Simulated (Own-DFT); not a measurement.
# How strain changes the stress of wurtzite GaN, 96 atoms (Ga48N48)

All numbers below are calculated, not measured. The program, named Own-DFT, is a retired in-house plane-wave density functional code that no person has reviewed. Each row is one single-point run on a periodic cell that was not relaxed, without spin or spin-orbit coupling.

Settings of every run: PBE; PseudoDojo norm-conserving scalar-relativistic files (stringent for Ga); cutoff 96 hartree; 3 x 4 x 3 k mesh centred on Gamma; Gaussian smearing of 0.01 eV.

Known limits: forces on such cells passed a denser k mesh, each cell not checked; stress not checked against mesh or cutoff.

Unstrained cell vectors in Å: (12.756, 0.000, 0.000); (-4.784, 8.285, 0.000); (0.000, 0.000, 10.370). The unstrained cell has measured lattice constants (interpolated for alloys), not those of this functional. That, the random moves and any unrelaxed bonds set the pressure at no strain. Each run strains this cell uniformly, with the atoms carried along. Every atom was also moved at random, by a Gaussian of width 0.05 Å on each axis. Strain is the symmetric tensor, in per cent. Stress is positive in tension, and the pressure is minus a third of its trace.

| run | e_xx (%) | e_yy (%) | e_zz (%) | e_yz (%) | e_xz (%) | e_xy (%) | s_xx (GPa) | s_yy (GPa) | s_zz (GPa) | s_yz (GPa) | s_xz (GPa) | s_xy (GPa) | P (GPa) | E (meV/atom) |
|---|---|---|---|---|---|---|---|---|---|---|---|---|---|---|
| 1 | 1.75 | -1.53 | -0.91 | -1.76 | 1.49 | 1.51 | -2.64 | -12.59 | -12.55 | -2.92 | 2.92 | 4.35 | 9.26 | 50.8 |
| 2 | -0.03 | -1.22 | -0.54 | -1.85 | -1.38 | -0.40 | -8.90 | -13.28 | -9.18 | -4.32 | -3.22 | -0.56 | 10.45 | 13.0 |
| 3 | 0.10 | 0.28 | -1.47 | -0.45 | -1.75 | 1.03 | -8.62 | -7.49 | -12.89 | -0.72 | -3.96 | 2.87 | 9.67 | 29.3 |
| 4 | -1.64 | 0.15 | -1.42 | 1.45 | -1.43 | 0.10 | -14.85 | -10.48 | -15.23 | 3.47 | -4.02 | 0.11 | 13.52 | 38.1 |
| 5 | -0.94 | 1.47 | 1.07 | -0.47 | -1.70 | 1.72 | -8.78 | -0.97 | -1.80 | -0.72 | -3.24 | 4.38 | 3.85 | 0.0 |
| 6 | 0.53 | -1.54 | -0.68 | 1.12 | -1.30 | 0.07 | -7.71 | -12.79 | -12.49 | 2.33 | -3.59 | -0.13 | 11.00 | 32.4 |
| 7 | -1.57 | 1.00 | 0.29 | 1.55 | -0.44 | -1.99 | -13.46 | -3.69 | -6.40 | 3.48 | -1.43 | -5.99 | 7.85 | 14.8 |
| 8 | -1.42 | 0.58 | -0.68 | 0.22 | 1.25 | -1.24 | -12.62 | -6.48 | -11.89 | 0.66 | 3.08 | -3.88 | 10.33 | 23.7 |
| 9 | 0.21 | -0.32 | 1.70 | -1.92 | 1.09 | -0.19 | -5.02 | -7.94 | -0.58 | -3.94 | 1.87 | -1.67 | 4.51 | 19.3 |
| 10 | -1.21 | 1.52 | -1.64 | 1.63 | 0.61 | -1.95 | -11.24 | -3.02 | -15.76 | 3.35 | 0.60 | -4.94 | 10.01 | 31.4 |
| 11 | -1.78 | -0.13 | 1.42 | -0.61 | 0.40 | -1.33 | -16.24 | -8.17 | -1.63 | -0.98 | 0.77 | -4.89 | 8.68 | 27.4 |
| 12 | 0.66 | -1.58 | 0.74 | -1.71 | -0.29 | 1.04 | -4.48 | -13.75 | -4.76 | -4.42 | -0.77 | 2.89 | 7.66 | 23.1 |
| 13 | 0.89 | 0.27 | 1.00 | -0.30 | -1.85 | 0.96 | -1.26 | -4.07 | -4.02 | 0.14 | -3.33 | 3.15 | 3.12 | 8.6 |
| 14 | 0.79 | -0.79 | 0.06 | -0.46 | 1.77 | -0.73 | -4.62 | -9.09 | -6.86 | -1.30 | 3.62 | -2.63 | 6.86 | 9.6 |
| 15 | -0.33 | 1.40 | -1.72 | -1.48 | -0.10 | 0.97 | -7.23 | -2.98 | -14.48 | -3.14 | -0.38 | 2.51 | 8.23 | 13.1 |
| 16 | 1.98 | 1.91 | 1.09 | -0.80 | -0.66 | -1.88 | 2.52 | 1.82 | 0.08 | -2.01 | -1.31 | -5.18 | -1.47 | 15.1 |
| 17 | 0.00 | 1.66 | 1.85 | -1.99 | 0.58 | -1.85 | ? | ? | ? | ? | ? | ? | ? | ? |

E is the free energy for each atom above the lowest run shown.

## Worked fit

Each stress component was fitted by least squares to a constant and the strains of the runs shown, as fractions, with shears doubled. Shear strains stay in the fit of a normal stress only where such slopes are resolved. The slopes, in GPa:

```
stress,at no strain,per e_xx,per e_yy,per e_zz,scatter
s_xx,-7.3,430 ± 25,106 ± 25,53 ± 24,1.09
s_yy,-7.4,78 ± 18,407 ± 19,70 ± 18,0.80
s_zz,-7.7,49 ± 23,64 ± 23,457 ± 22,0.99
```

Each shear stress against twice its own strain: yz 114 ± 7, xz 108 ± 5, xy 135 ± 6 GPa. These are stiffnesses along x, y and z of the frame in which the cell vectors are given, which need not be the crystal's axes. The atoms are held to the strained lattice; where symmetry lets them move under strain, relaxing them would lower some slopes. The table should be nearly symmetric about its diagonal, and what it lacks of that shows the noise. A ninth of its sum, 190 ± 5 GPa, estimates the bulk modulus near the mean pressure of these runs, 7.7 GPa, so it lies above the value at zero pressure.

## Withheld run

Question: what normal stresses and pressure should run 17 give?

The fit gives s_xx = -4.6, s_yy = 0.7, s_zz = 1.8 and P = 0.7 GPa. The calculation gave -3.15, -0.38, 0.98 and P = 0.85 GPa.
